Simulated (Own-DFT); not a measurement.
# One host, several defects: 2H SiC

No measurement is shown. These are fixed-geometry runs of a retired plane-wave code named Own-DFT, which no person has reviewed; spin and spin-orbit coupling are neglected.

Common settings: PBE; PseudoDojo norm-conserving scalar-relativistic files; cutoff 42 hartree; 4 x 4 x 3 k mesh centred on Gamma; Fermi-Dirac smearing of 0.1 eV.

Known weak points (not all hold for every row): not probed for a lower state with spin; forces on such cells moved up to 12 meV/angstrom on a denser k mesh; forces on such cells passed a denser k mesh, each cell not checked; stress not checked against mesh or cutoff.

All runs share one cell, with vectors in Å (9.248, 0.000, 0.000); (-4.624, 8.009, 0.000); (0.000, 0.000, 10.068) and a volume of 745.7 Å³. u is the rms random offset of the atoms per axis. The defect's site can differ from row to row.

| cell | formula | u (Å) | P (GPa) |
|---|---|---|---|
| no defect | C36Si36 | 0.0277 | 3.67 |
| no defect | C36Si36 | 0.0286 | 3.75 |
| no defect | C36Si36 | 0.0616 | 5.73 |
| two N on a C site each | C34N2Si36 | 0.0281 | 2.85 |
| two N on a C site each | C34N2Si36 | 0.0291 | 2.96 |
| two N on a C site each | C34N2Si36 | 0.0494 | ? |
| two N on a C site each | C34N2Si36 | 0.0523 | 4.71 |
| one C vacancy | C35Si36 | 0.0270 | 3.68 |
| one C vacancy | C35Si36 | 0.0303 | 3.76 |
| one C vacancy | C35Si36 | 0.0305 | 3.72 |
| one Al on a Si site and one N on a C site | AlC35NSi35 | 0.0317 | 4.22 |
| one Al on a Si site and one N on a C site | AlC35NSi35 | 0.0460 | 4.55 |
| one Al on a Si site and one N on a C site | AlC35NSi35 | 0.0545 | 5.53 |

## Worked fit

P = P0 + c u² + a shift for each defect gives P0 = 3.08 GPa, c = 728 ± 60 GPa/Å² and a scatter of 0.19 GPa. The shifts, and each times the cell's volume:

- one Al on a Si site and one N on a C site: 0.21 ± 0.16 GPa, 1.0 eV (not resolved)
- one C vacancy: 0.02 ± 0.17 GPa, 0.1 eV (not resolved)
- two N on a C site each: -0.63 ± 0.16 GPa, -2.9 eV (-1.5 eV for each of its 2 sites)

Against the defect-free cell, a freed cell would be larger where the shift is positive and smaller where it is negative (160.2 GPa Å³ is 1 eV). The atoms around the defects weren't relaxed, which would change these numbers.

## Prediction

Q: what pressure belongs in the blank (two N on a C site each, u = 0.0494 Å)?

Estimate: 4.22 ± 0.23 GPa. The run itself gave 3.86 GPa.
